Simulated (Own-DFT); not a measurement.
# Response to strain: wurtzite AlN, 72 atoms (Al36N36)

All numbers below are calculated, not measured. They come from Own-DFT, an in-house plane-wave density functional program, since retired, whose code no person has reviewed. Each row is one single-point run on a periodic cell that was not relaxed, without spin or spin-orbit coupling.

Settings of every run: PBE; PseudoDojo norm-conserving scalar-relativistic files; cutoff 42 hartree; 4 x 4 x 3 k mesh centred on Gamma; Gaussian smearing of 0.01 eV.

Known limits: k mesh not checked against a denser one; stress not checked against mesh or cutoff.

Unstrained cell vectors in Å: (9.336, 0.000, 0.000); (-4.668, 8.085, 0.000); (0.000, 0.000, 9.964). The unstrained cell has measured lattice constants (interpolated for alloys), not those of this functional. That, the random moves and any unrelaxed bonds set the pressure at no strain. Each run strains this cell uniformly, with the atoms carried along. Every atom was also moved at random, by a Gaussian of width 0.05 Å on each axis. Strain is the symmetric tensor, in per cent. Stress is positive in tension, and the pressure is minus a third of its trace.

```
run,e_xx (%),e_yy (%),e_zz (%),s_xx (GPa),s_yy (GPa),s_zz (GPa),P (GPa),E (meV/atom)
1,0.00,0.00,1.25,-6.29,-6.14,2.56,3.29,11.9
2,0.00,0.00,-2.00,-7.44,-8.25,-14.27,9.99,20.8
3,0.00,0.00,0.75,-5.61,-5.49,-0.60,3.90,0.0
4,0.00,0.00,-1.75,-9.35,-4.45,-15.28,9.69,30.9
5,0.00,0.00,2.50,-5.95,-3.53,5.55,1.31,19.4
6,0.00,0.00,-1.50,-8.12,-6.14,-11.52,8.60,11.1
7,0.00,0.00,-1.25,-5.54,-6.21,-13.16,8.31,14.3
8,0.00,0.00,-0.75,-7.49,-5.11,-9.54,7.38,15.7
9,0.00,0.00,-0.25,?,?,?,?,?
```

E is the free energy for each atom above the lowest run shown.

## Worked fit

The change of volume is close to e_xx + e_yy + e_zz. A straight line through the runs shown gives P = 5.88 - 198 x (fractional change of volume) GPa, with an error of 7 on the slope and a scatter of 0.32 GPa. The strain isn't the same on all axes and the cell isn't cubic, so the slope belongs to this path and is not the bulk modulus.

## Withheld run

Question: what pressure should run 9 give? Its volume changes by -0.25 %.

The line gives 6.4 GPa. The calculation gave 6.24 GPa.
